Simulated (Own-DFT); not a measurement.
Simulation results for GaP (zincblende, atoms displaced)

Computed with Own-DFT development build. A calculation, not a measurement: plane-wave PBE density functional theory by an unreviewed code, no spin, of a simulated periodic cell, stress positive in tension, free energy of the whole cell less one offset for each atom, forces on such cells passed a denser k mesh, this cell's mesh not checked; offsets are fitted by least squares, one for each functional and potential file, so energies compare only between cells with the same atoms and settings and are not formation energies; the far tail of each file's local potential was reset to the Coulomb form; each entry is a single point on an unrelaxed cell, so the pressure reflects the starting lattice, mostly measured values (interpolated for alloys), from which strain is counted, and rises with the displacements; printed positions are rounded, which can move forces by about a meV/angstrom; the program, named Own-DFT, is a retired in-house code; no spin-orbit coupling.

```yaml
- formula: GaP
  kind: "zincblende, atoms displaced"
  structure:
    cell_angstrom: [[16.3515, 0.0, 0.0], [0.0, 10.901, 0.0], [0.0, 0.0, 10.901]]
    atoms_fractional:
      - [Ga, 0.00971, 0.99727, 0.99976]
      - [Ga, 0.00377, 0.246, 0.24202]
      - [Ga, 0.16887, 0.0059, 0.24667]
      - [Ga, 0.16414, 0.26245, 0.0019]
      - [P, 0.08934, 0.11455, 0.1254]
      - [P, 0.07601, 0.37319, 0.3693]
      - [P, 0.2473, 0.12874, 0.37818]
      - [P, 0.25455, 0.36887, 0.12266]
      - [Ga, 0.00068, 0.00608, 0.49461]
      - [Ga, 0.00523, 0.26432, 0.74264]
      - [Ga, 0.16169, 0.99934, 0.75307]
      - [Ga, 0.16864, 0.25638, 0.51084]
      - [P, 0.08276, 0.11689, 0.62745]
      - [P, 0.08772, 0.37852, 0.8691]
      - [P, 0.25272, 0.12726, 0.87658]
      - [P, 0.25417, 0.36815, 0.62418]
      - [Ga, 0.99702, 0.49413, 0.01411]
      - [Ga, 0.00243, 0.76654, 0.24747]
      - [Ga, 0.15973, 0.51101, 0.2493]
      - [Ga, 0.16605, 0.75633, 0.00898]
      - [P, 0.08339, 0.62695, 0.11382]
      - [P, 0.08072, 0.85579, 0.36291]
      - [P, 0.25933, 0.62519, 0.37839]
      - [P, 0.24622, 0.89707, 0.11648]
      - [Ga, 0.00172, 0.50659, 0.50521]
      - [Ga, 0.99181, 0.74101, 0.7576]
      - [Ga, 0.16891, 0.50435, 0.75039]
      - [Ga, 0.1628, 0.74349, 0.51337]
      - [P, 0.08797, 0.62121, 0.63112]
      - [P, 0.09285, 0.87546, 0.86442]
      - [P, 0.26324, 0.6198, 0.87914]
      - [P, 0.25144, 0.86607, 0.62296]
      - [Ga, 0.3378, 0.0023, 0.98605]
      - [Ga, 0.34233, 0.24398, 0.24317]
      - [Ga, 0.49858, 0.00512, 0.26403]
      - [Ga, 0.49532, 0.24592, 0.00711]
      - [P, 0.41704, 0.11656, 0.11285]
      - [P, 0.41726, 0.37243, 0.37919]
      - [P, 0.57291, 0.10425, 0.36888]
      - [P, 0.57532, 0.35776, 0.12249]
      - [Ga, 0.32995, 0.99818, 0.48267]
      - [Ga, 0.34542, 0.24278, 0.75499]
      - [Ga, 0.50252, 0.99241, 0.75782]
      - [Ga, 0.50868, 0.25248, 0.498]
      - [P, 0.41689, 0.10566, 0.62425]
      - [P, 0.41261, 0.36975, 0.87463]
      - [P, 0.59004, 0.12299, 0.8696]
      - [P, 0.58696, 0.36832, 0.6087]
      - [Ga, 0.32631, 0.49479, 0.9943]
      - [Ga, 0.33004, 0.75303, 0.24701]
      - [Ga, 0.49151, 0.49787, 0.241]
      - [Ga, 0.50708, 0.75468, 0.00152]
      - [P, 0.41315, 0.6283, 0.13441]
      - [P, 0.41827, 0.86498, 0.3877]
      - [P, 0.57959, 0.62169, 0.3725]
      - [P, 0.56753, 0.8838, 0.11544]
      - [Ga, 0.33298, 0.50988, 0.49545]
      - [Ga, 0.33085, 0.74398, 0.7539]
      - [Ga, 0.49263, 0.49755, 0.76303]
      - [Ga, 0.50219, 0.75159, 0.50046]
      - [P, 0.41824, 0.62501, 0.63399]
      - [P, 0.41953, 0.85696, 0.88536]
      - [P, 0.57489, 0.62857, 0.87006]
      - [P, 0.58312, 0.87054, 0.63764]
      - [Ga, 0.67541, 0.99682, 0.99287]
      - [Ga, 0.65718, 0.25403, 0.26534]
      - [Ga, 0.82761, 0.00542, 0.2537]
      - [Ga, 0.82736, 0.24392, 0.013]
      - [P, 0.75359, 0.12595, 0.12154]
      - [P, 0.74083, 0.38683, 0.37033]
      - [P, 0.9172, 0.10594, 0.3619]
      - [P, 0.91225, 0.38019, 0.10282]
      - [Ga, 0.67257, 0.98654, 0.50061]
      - [Ga, 0.66473, 0.24499, 0.74155]
      - [Ga, 0.8311, 0.00357, 0.76295]
      - [Ga, 0.82597, 0.25588, 0.5032]
      - [P, 0.74863, 0.12913, 0.62302]
      - [P, 0.74741, 0.36578, 0.87815]
      - [P, 0.91653, 0.12498, 0.87999]
      - [P, 0.91843, 0.37967, 0.61219]
      - [Ga, 0.66949, 0.48839, 0.99844]
      - [Ga, 0.6599, 0.74336, 0.24123]
      - [Ga, 0.83032, 0.49904, 0.25867]
      - [Ga, 0.83525, 0.74534, 0.99735]
      - [P, 0.75451, 0.62536, 0.11301]
      - [P, 0.74673, 0.87972, 0.38664]
      - [P, 0.90877, 0.63115, 0.37838]
      - [P, 0.91416, 0.8653, 0.13375]
      - [Ga, 0.66467, 0.5241, 0.51395]
      - [Ga, 0.66194, 0.74653, 0.74737]
      - [Ga, 0.83162, 0.50078, 0.76407]
      - [Ga, 0.82504, 0.74523, 0.49386]
      - [P, 0.75599, 0.62552, 0.62943]
      - [P, 0.7625, 0.87427, 0.87499]
      - [P, 0.92111, 0.62071, 0.88061]
      - [P, 0.91023, 0.87079, 0.59819]
  settings:
    functional: PBE
    potential_files: "PseudoDojo norm-conserving, scalar-relativistic, standard set"
    "wave_cutoff [hartree]": 42.0
    occupations: Fermi-Dirac
    "smearing_width [eV]": 0.1
    hardware: "one NVIDIA H200"
    k_mesh: "2 x 3 x 3 centred on Gamma"
  results:
    "free_energy_of_cell_above_offsets [eV]": "-40.786"
    "pressure [GPa]": 4.56
    "stress_xx [GPa]": -4.57
    "stress_yy [GPa]": -4.67
    "stress_zz [GPa]": -4.45
    "stress_yz [GPa]": 0.23
    "stress_xz [GPa]": -1.25
    "stress_xy [GPa]": -1.36
    force_element: [Ga, Ga, Ga, Ga, P, P, P, P, Ga, Ga, Ga, Ga, P, P, P, P, Ga, Ga, Ga, Ga, P, P, P, P, Ga, Ga, Ga, Ga, P, P, P, P, Ga, Ga, Ga, Ga, P, P, P, P, Ga, Ga, Ga, Ga, P, P, P, P, Ga, Ga, Ga, Ga, P, P, P, P, Ga, Ga, Ga, Ga, P, P, P, P, Ga, Ga, Ga, Ga, P, P, P, P, Ga, Ga, Ga, Ga, P, P, P, P, Ga, Ga, Ga, Ga, P, P, P, P, Ga, Ga, Ga, Ga, P, P, P, P]
    "force_x [eV/angstrom]": [-1.31, -1.244, -0.08, 0.603, -0.796, 1.043, 0.144, -0.904, 0.201, -0.989, 2.645, -1.024, -0.104, -0.768, -0.824, 0.71, 2.079, -2.094, 1.309, 1.033, -0.661, 3.285, -2.929, 1.367, -0.229, 1.094, 1.5, 0.905, -1.596, -2.431, -3.476, -0.333, -0.341, -0.727, -3.793, 0.307, -0.006, 0.026, 4.641, 1.31, 0.088, -1.469, -0.685, -2.001, 0.536, 1.017, -1.0, 0.431, 1.95, -0.116, 0.753, -1.542, 0.088, -0.772, -0.039, 3.316, 1.187, 0.924, 0.64, 0.464, -0.085, -1.003, 1.758, 0.193, -0.831, 0.098, -0.296, 1.496, -2.46, 0.121, 0.478, -1.013, -2.561, -0.049, 1.361, 0.764, 0.254, 0.29, 0.881, -0.812, -1.306, 0.211, 0.692, 0.972, -1.321, 0.748, 1.719, -0.606, -0.281, 1.435, 0.535, 0.179, -0.653, -2.372, -0.761, 0.919]
    "force_y [eV/angstrom]": [-0.622, -0.37, -0.846, -1.401, 2.044, 0.587, 0.396, 0.748, -1.471, -1.232, 0.903, -0.658, 1.174, 0.494, 0.348, 1.252, 1.178, -3.55, -0.887, -0.066, 0.23, 3.211, 0.972, -1.8, 0.295, 1.735, -0.605, 0.468, 0.057, -1.937, 1.34, 1.201, -0.777, 0.134, -3.365, -0.522, -0.389, -0.091, 3.682, 2.202, -0.457, -1.041, 0.098, -1.768, 1.145, 0.319, -0.024, 1.823, -0.848, 1.033, -0.769, -2.312, -0.082, 1.017, 0.132, 1.146, -1.722, 0.853, -0.45, -0.917, -0.158, 1.538, -1.068, 0.576, -0.079, -1.134, -1.631, 0.753, -0.862, -0.524, 3.104, -1.601, 1.993, 0.807, 0.619, -0.128, -1.117, -0.267, 0.69, -0.188, 0.818, 0.979, 0.308, 0.387, -0.726, -2.004, -0.727, 1.626, -1.381, -0.278, -0.783, 0.32, 0.253, -1.353, -0.623, 0.622]
    "force_z [eV/angstrom]": [-0.329, -0.493, 1.775, -0.115, -0.765, 0.767, -0.831, 1.033, -0.204, 0.126, -1.213, -0.945, -0.516, 0.842, -0.637, 0.845, -2.444, -1.472, 0.379, -1.296, 1.205, 3.33, -1.056, 0.409, -1.123, -1.905, 0.274, -1.717, 0.381, 1.657, -0.63, 0.325, -0.037, 0.525, -3.65, -2.103, 1.74, -0.274, 3.783, 0.805, 1.55, -1.506, 0.354, -0.672, -0.199, 1.355, 0.818, 2.323, 1.867, 0.05, 0.86, 0.129, -2.09, -1.957, -0.137, 1.803, 1.561, -0.609, -1.455, 1.151, -1.079, -1.553, 0.884, -1.791, 0.43, -0.946, -0.796, -2.409, 2.159, 1.383, 1.065, 3.694, 2.002, 0.107, -2.397, -1.364, 0.215, -0.848, -0.086, 1.536, 0.299, -0.204, -1.384, 0.211, 1.302, -3.432, -0.808, -1.565, -1.09, 0.843, -0.694, 0.124, 1.079, 0.141, 0.534, 2.8]
    "wall_time [s]": 949.5
```
